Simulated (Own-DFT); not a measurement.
GaP (zincblende, strongly disordered by large displacements), InAs (zincblende, strongly disordered by large displacements) (calculated)

All values are calculated (Own-DFT development build). A calculation, not a measurement: plane-wave PBE density functional theory by an unreviewed code, no spin, of a simulated periodic cell, stress positive in tension, free energy of the whole cell less one offset for each atom, forces on such cells passed a denser k mesh, this cell's mesh not checked; broken bonds can close the gap or carry spin, so checks made on this kind of crystal may not hold here; offsets are fitted by least squares, one for each functional and potential file, so energies compare only between cells with the same atoms and settings and are not formation energies; the far tail of each file's local potential was reset to the Coulomb form; each entry is a single point on an unrelaxed cell, so the pressure reflects the starting lattice, mostly measured values (interpolated for alloys), from which strain is counted, and rises with the displacements; printed positions are rounded, which can move forces by about a meV/angstrom; the program, named Own-DFT, is a retired in-house code; no spin-orbit coupling.

Settings shared by all entries: functional PBE; potential files PseudoDojo norm-conserving, scalar-relativistic, standard set; wave cutoff 42 hartree; occupations Fermi-Dirac; smearing width 0.1 eV; k mesh 3 x 3 x 3 centred on Gamma.

(1) 
```xyz
64
Lattice="10.9010 0.0000 0.0000 0.0000 10.9010 0.0000 0.0000 0.0000 10.9010" Properties=species:S:1:pos:R:3:force_x:R:1:force_y:R:1:force_z:R:1 formula=GaP hardware=one_NVIDIA_H100 free_energy_of_cell_above_offsets=41.487 pressure=19.78 stress_xx=-20.46 stress_yy=-17.5 stress_zz=-21.37 stress_yz=1.84 stress_xz=-3.77 stress_xy=0.5 wall_time=587.7
Ga     0.1501     0.3913    10.5031     -7.299      2.074      2.537
Ga    10.5670     2.8997     2.7572      6.456     -1.153       3.36
Ga     3.0992     0.2191     2.3800     -2.242     -6.719      -7.52
Ga     3.1112     2.5763    10.5120      -2.15      3.055      10.19
P      1.2312     1.0095     1.1133      4.303      3.268      5.952
P      1.4655     4.1140     4.4344     -0.577      1.142     -1.873
P      3.3397     1.3807     3.8266      3.631      5.305      6.677
P      4.0533     3.6722     1.5770     -0.245      0.475     -4.197
Ga     0.1735    10.4336     5.3307     -0.836     -0.053      0.049
Ga     0.2212     2.8814     7.5782      8.017     -3.702      4.457
Ga     2.7720     0.1812     8.2874     -1.792     -2.479     -2.763
Ga     2.7395     2.4325     5.7963      4.419      4.089     -4.652
P      1.4662     1.1621     6.3104     -6.145     -6.097      5.344
P      1.6103     3.5252     9.5900     -4.788      3.365     -3.343
P      4.0332     1.5842     9.2216      -0.67     -9.372      0.833
P      3.6690     3.9824     6.7778      1.313      1.337      4.007
Ga     0.0524     5.0155    10.5895      0.429        1.7     -0.789
Ga    10.8219     7.5747     2.7124     -0.276      2.289     -0.611
Ga     3.1103     5.2691     2.5827     -2.499      2.181      1.655
Ga     2.4848     8.1122     0.0966     -6.304     -1.606     -7.569
P      1.3825     6.6486     1.1448     -1.652     -3.476      1.261
P      1.5061     9.1309     3.9974     -5.663      3.525     -3.905
P      4.4841     7.0430     4.0284     -0.459     -9.529      6.616
P      3.8527     8.7658     1.1646      3.928      8.947     -1.136
Ga     0.0250     5.9875     4.8211        0.6     -0.997      1.189
Ga     0.0966     8.6256     8.3104     -0.141     -2.176     -0.093
Ga     3.0921     5.9583     8.3003     -2.192     -3.596     -6.447
Ga     2.8880     8.0843     4.8103      2.268      -1.41      5.384
P      1.2334     6.7323     8.1021     -3.476      0.041     -1.832
P      1.0968    10.0586     9.4632       6.75     -5.892     -3.074
P      4.1883     6.3234     9.7815      3.352       3.85      5.207
P      3.9048     9.3389     6.9314      0.782      -0.01      0.228
Ga     6.0169    10.8306    10.7286     -5.197      5.691      4.915
Ga     5.3540     2.5700     2.7969       -0.1      0.018      3.199
Ga     8.3180     0.3150     3.5319     -1.424     -1.358     -2.517
Ga     7.9097     2.6492    10.7813       6.06     -5.425       8.66
P      6.9505     1.5971     1.7693      1.367     -2.381     -1.645
P      6.6945     4.6302     4.4806      0.789     -3.326          0
P     10.0023     1.5446     4.0684      -1.28     -4.035      5.307
P      9.8761     3.8549     1.3046     -5.824      4.754     -6.194
Ga     5.2719     0.2393     6.1426     -2.076     -2.656     -2.389
Ga     5.4165     2.3728     8.2976      7.699      5.779     -6.011
Ga     7.7869     0.3959     8.0054      5.494     -5.399      7.103
Ga     8.0855     2.7958     5.8629     -1.923      3.188     -9.986
P      6.9579     1.4801     6.6555     -7.576     -0.811     -1.372
P      7.0691     3.5811     9.4210     -10.32     -1.192     -1.566
P      9.6413     1.6348     9.5642     -2.564      1.034     -2.336
P      9.4873     3.4643     6.8803     -0.728      8.123      1.919
Ga     5.8838     5.4664    10.6247      0.648     -3.226     -0.729
Ga     4.8492     8.2410     2.6583      7.826      3.545     -0.685
Ga     7.9018     5.0082     2.6077      1.972      -0.29      0.159
Ga     8.0437     7.8877     0.4121      1.976      0.915     -0.626
P      6.6516     6.3870     1.4372     -0.051      2.315      1.714
P      6.8442     9.5167     4.1961     -2.553      2.395     -0.925
P      8.9236     6.9834     4.1797      4.222     -9.046     -7.041
P      9.4811     9.8999     1.2378     -0.162     -1.676      0.745
Ga     4.9288     5.2827     5.7200      2.177      2.491     -1.176
Ga     5.8890     7.8489     7.9411     -1.577      1.416      1.372
Ga     7.8131     4.9643     8.4399      4.489      7.222     -6.777
Ga     8.3462     8.4238     5.2244      -4.27      4.966      3.487
P      7.2116     6.5465     6.7019     -1.165     -1.267     -0.176
P      7.1320     9.6007     9.8036      4.151     -5.293      -5.57
P      9.3252     6.4017     9.0705      1.883      1.225      2.519
P      9.6134     8.8871     6.7344      1.195      3.928      1.484
```

Units: free_energy_of_cell_above_offsets in eV; pressure, stress_xx, stress_yy, stress_zz, stress_yz, stress_xz, stress_xy in GPa; wall_time in s; force_x, force_y, force_z in eV/Å.

(2) 
```xyz
64
Lattice="12.1166 0.0000 0.0000 0.0000 12.1166 0.0000 0.0000 0.0000 12.1166" Properties=species:S:1:pos:R:3:force_x:R:1:force_y:R:1:force_z:R:1 formula=InAs hardware=one_NVIDIA_H200 free_energy_of_cell_above_offsets=37.470 pressure=17.74 stress_xx=-17.22 stress_yy=-19.27 stress_zz=-16.73 stress_yz=1 stress_xz=3.45 stress_xy=-2.52 wall_time=1193
In    11.4556    11.8970    11.7820      5.658     -2.487     -2.293
In     0.1269     3.3878     3.0987     -3.725     -5.761     -4.241
In     3.1424    12.0537     2.4498     -2.495      -0.97      0.039
In     2.8236     3.2903    11.9217      0.902      4.164     -0.697
As     1.7748     1.8521     1.1676     -3.794     -2.849      3.299
As     1.1400     4.8994     4.2473      6.093      3.206      1.796
As     4.3879     1.3430     3.8606      2.208       2.31      3.084
As     4.8708     4.6267     1.6274      -2.32     -0.332     -1.281
In    11.9076     0.0574     6.5279     -4.007     -0.006     -4.009
In    11.6278     3.1081     9.1104       0.93      1.239     -1.606
In     3.2788     0.1351     9.8311      2.006      2.198     -2.184
In     3.0519     2.5200     6.2608      3.502      4.053     -2.737
As     1.6649     0.9690     7.0648      3.157     -0.113      4.813
As     1.7825     5.0052    10.3211      -4.34     -6.358      1.945
As     4.6795     2.0339    11.1088      0.233      -2.98      1.029
As     4.6192     5.2978     7.5355     -0.075     -4.269      -0.98
In     0.4339     6.0413    11.9368     -2.711      1.742      2.591
In     0.2558     8.4661     3.5125      1.165      0.083     -5.167
In     3.5058     6.0760     3.1929     -6.298     -3.412     -3.662
In     2.8019     9.0581    11.7368      2.783     -2.874      3.559
As     1.4553     7.8259     1.6594      2.551     -2.271     -3.703
As     1.2679    10.3530     4.2308      1.756      6.578     -0.153
As     4.9133     7.1593     4.4077      2.777       4.71      4.901
As     4.6252    10.9825     0.8474      -2.39     -4.235      1.641
In    11.9752     6.1435     5.7662      5.372      0.009     -0.233
In     0.0293     8.8741     9.5301      -0.06      0.154     -1.952
In     3.1321     6.1913     9.1728       0.58      3.435     -4.309
In     2.3210     8.8374     5.7030      3.028     -0.643      1.633
As     1.4447     7.4213     7.5455     -0.604     -0.068      1.047
As     1.8018    10.5419    10.3770     -5.153      1.265     -1.449
As     4.9536     7.3694     9.9214      1.028     -5.702      4.069
As     4.6075    10.3419     7.7864      -3.19      4.642     -7.423
In     6.2764    11.9581    11.7512      0.302      6.153      1.794
In     6.5006     3.0581     2.5457     -5.168      2.594      3.553
In     9.0467    12.0641     2.9852      4.709      2.911     -4.236
In     9.0484     2.6081     0.2581      0.023     -0.463      -7.54
As     7.7941     1.5896     1.6679      -1.58     -8.532     -0.055
As     7.4094     4.6315     4.2237     -0.954     -0.739      4.388
As    10.3543     1.3899     4.6424      2.273      0.562     -0.471
As     9.9849     4.2507     1.2970      8.815      2.565     -0.972
In     6.6346    11.7871     6.3410      -3.24         -5     -5.224
In     5.9370     2.8393     9.3484      1.518      2.855     -2.934
In     8.9977    11.7712     8.8955      0.338       0.17      1.009
In     9.1071     2.6701     6.3798     -0.547      1.636      0.214
As     7.1805     1.1324     7.8226      2.456      5.837      4.127
As     7.5069     4.6417    10.7184       5.87     -4.356     -4.193
As    10.7368     1.6045    10.9663     -1.925      5.254     -4.747
As    10.7164     5.0856     7.1542     -5.686     -5.235      6.443
In     5.9365     5.6511    11.7886      -4.47      4.559      3.007
In     5.9312     8.2892     2.4561     -4.636      3.624      3.044
In     8.9209     5.4851     2.7024     -1.433      5.658      2.477
In     8.6239     9.2001    11.9095      6.171     -2.771      3.843
As     7.5793     7.6058     1.2531      4.576     -3.934     -2.551
As     7.9451    10.7862     4.3208     -6.281     -4.076      3.174
As    10.8759     7.8593     4.8917     -4.724     -3.856      0.279
As    10.8200    10.6939     1.3067     -3.064     -4.961       5.98
In     6.4922     6.1975     6.2776     -1.497      -4.79     -4.259
In     5.3479     9.4212     9.5462      3.596      3.341      3.916
In     8.5896     6.6204     9.1870     -3.903     -4.321     -3.464
In     9.5203     9.4403     5.4333     -3.471      3.134      3.407
As     7.4535     7.7809     7.3727      3.029       6.44      2.078
As     7.3729    10.3915    10.6266      0.161      1.509     -6.964
As    10.1360     7.5720    10.3417       5.52      2.638       5.28
As    10.7255    10.4760     7.5335     -1.343     -2.866      2.234
```

Units: free_energy_of_cell_above_offsets in eV; pressure, stress_xx, stress_yy, stress_zz, stress_yz, stress_xz, stress_xy in GPa; wall_time in s; force_x, force_y, force_z in eV/Å.

(3) 
```xyz
64
Lattice="10.9010 0.0000 0.0000 0.0000 10.9010 0.0000 0.0000 0.0000 10.9010" Properties=species:S:1:pos:R:3:force_x:R:1:force_y:R:1:force_z:R:1 formula=GaP hardware=one_NVIDIA_H100 free_energy_of_cell_above_offsets=39.609 pressure=18.72 stress_xx=-21.74 stress_yy=-19.94 stress_zz=-14.49 stress_yz=-0.04 stress_xz=-1.73 stress_xy=4.37 wall_time=615.6
Ga    10.4551    10.3480     0.4852        7.4      3.575     -8.225
Ga     0.0498     2.6894     2.5460     -0.244      1.698        1.1
Ga     3.0278    10.8354     2.7681      -5.13      3.691      2.025
Ga     3.0787     2.8641    10.6929      -2.09     -1.142     -1.229
P      0.8678     0.9499     1.4578       2.64      0.312      0.349
P      1.2491     4.5844     3.7879     -3.666      -3.84      3.025
P      3.7384     1.5083     3.7801      1.465      3.187      3.777
P      4.2563     4.2033     0.9726     -0.747     -2.801      4.304
Ga     0.2935     0.2277     5.3487      5.945     -8.992      1.094
Ga    10.8257     2.5365     8.3154      0.494       3.13      0.515
Ga     2.7180     0.1111     7.8421      2.667      0.862      7.027
Ga     2.2160     2.1489     5.5408      1.524      2.517     -1.009
P      1.1972     1.0529     7.3041     -6.365      4.037     -2.582
P      1.1583     4.1457    10.0293      5.167     -4.475     -3.957
P      4.2156     1.4345     9.1258     -8.033     -3.376      3.983
P      4.1546     4.0109     7.0124     -0.172     -0.366     -1.378
Ga    10.6731     5.3641    10.7074      1.624      9.825     -2.454
Ga     0.1870     8.7196     2.9634     -3.357     -1.453      -6.25
Ga     2.5689     5.5867     2.6393      4.303     -2.978     -0.443
Ga     2.3906     8.1023    10.6308       6.62     -5.943      2.671
P      2.0453     7.3180     1.8022     -2.103      5.197     -2.015
P      1.5103     8.9877     4.2762      0.316      7.063       2.52
P      3.6718     6.9816     4.3903     -1.716      -1.74     -9.088
P      3.5644     9.2849     1.8436      1.756     -8.173     -5.731
Ga    10.8869     5.8317     6.0798     -0.836     -0.782     -2.875
Ga    10.4576     8.7593     7.9950      5.135     -5.258      6.349
Ga     2.8996     5.7164     7.8702      1.824      -3.52      1.563
Ga     2.9624     8.3913     5.4179      0.989      3.689       8.55
P      1.4986     6.9578     7.0669     -1.617      4.244     -0.437
P      1.1596     9.2603     9.7999     -6.239      6.625     -4.524
P      4.2155     6.3343     9.6217     -0.073      3.481     -0.836
P      3.7754     9.6534     7.0789      7.106     -6.151     -3.218
Ga     5.5676     0.0251    10.6774     -0.158     -0.224       1.21
Ga     5.3630     2.8916     2.8383     -1.174      2.817      1.033
Ga     8.7173     0.2810     1.8187     -4.641      9.419      2.859
Ga     8.0823     2.4050    10.8243     -1.595       1.36      0.812
P      6.7176     1.4757     2.0034        2.4     -2.437     -3.203
P      6.6608     4.0367     4.5927      -0.77      0.589     -1.194
P      9.9797     1.5869     5.0092      0.531      2.994     -5.809
P      9.6003     4.1092     0.7125     -5.068     -6.282      6.044
Ga     5.7011     0.6737     6.2033      -3.67     -2.895     -2.751
Ga     5.8796     2.1227     8.5745      6.924      4.305     -3.388
Ga     8.4718     0.6696     8.3070     -3.479     -6.084     -4.362
Ga     8.4890     2.6937     5.3246     -5.839      6.845     -0.219
P      7.4263     1.6340     6.8580     -1.276      1.593     -0.332
P      6.9578     3.8991     9.2772     -0.654       0.46      2.522
P      9.6486     1.2139     9.6728       5.48      0.823      7.368
P      9.5833     4.1782     6.9693       5.61     -5.002     -6.312
Ga     5.2393     5.9439     0.6324      1.537      2.087     -1.201
Ga     5.7277     8.7023     1.8074       1.85     -0.394       0.82
Ga     9.0152     5.6443     2.3453     -0.299      -0.31      1.243
Ga     8.2634     8.5086    10.7135     -0.893     -2.045     -0.622
P      7.1511     6.5200     1.3712      0.231      2.537     -0.466
P      6.7011     9.4615     3.9250     -0.643      1.001      0.451
P      9.8794     7.2091     3.8614     -1.773     -2.594      2.625
P      9.3451     9.3960     1.7047     -3.397     -11.93      4.027
Ga     4.9807     5.9221     5.1613      8.033     -7.094      5.333
Ga     5.7491     8.1994     8.3201     -1.926     -3.462      -1.26
Ga     8.5827     5.0623     8.2974     -4.657       4.65      6.277
Ga     8.3475     8.7750     5.3032     -2.031     -3.036     -2.074
P      7.5183     6.7041     7.1488     -1.848       2.23     -1.321
P      6.9391     9.7708     9.0838      1.946       2.29      1.885
P      9.7703     7.0384     9.3104     -1.278     -0.495      1.261
P      9.6591     9.7496     6.6064     -2.062      6.143     -3.856
```

Units: free_energy_of_cell_above_offsets in eV; pressure, stress_xx, stress_yy, stress_zz, stress_yz, stress_xz, stress_xy in GPa; wall_time in s; force_x, force_y, force_z in eV/Å.
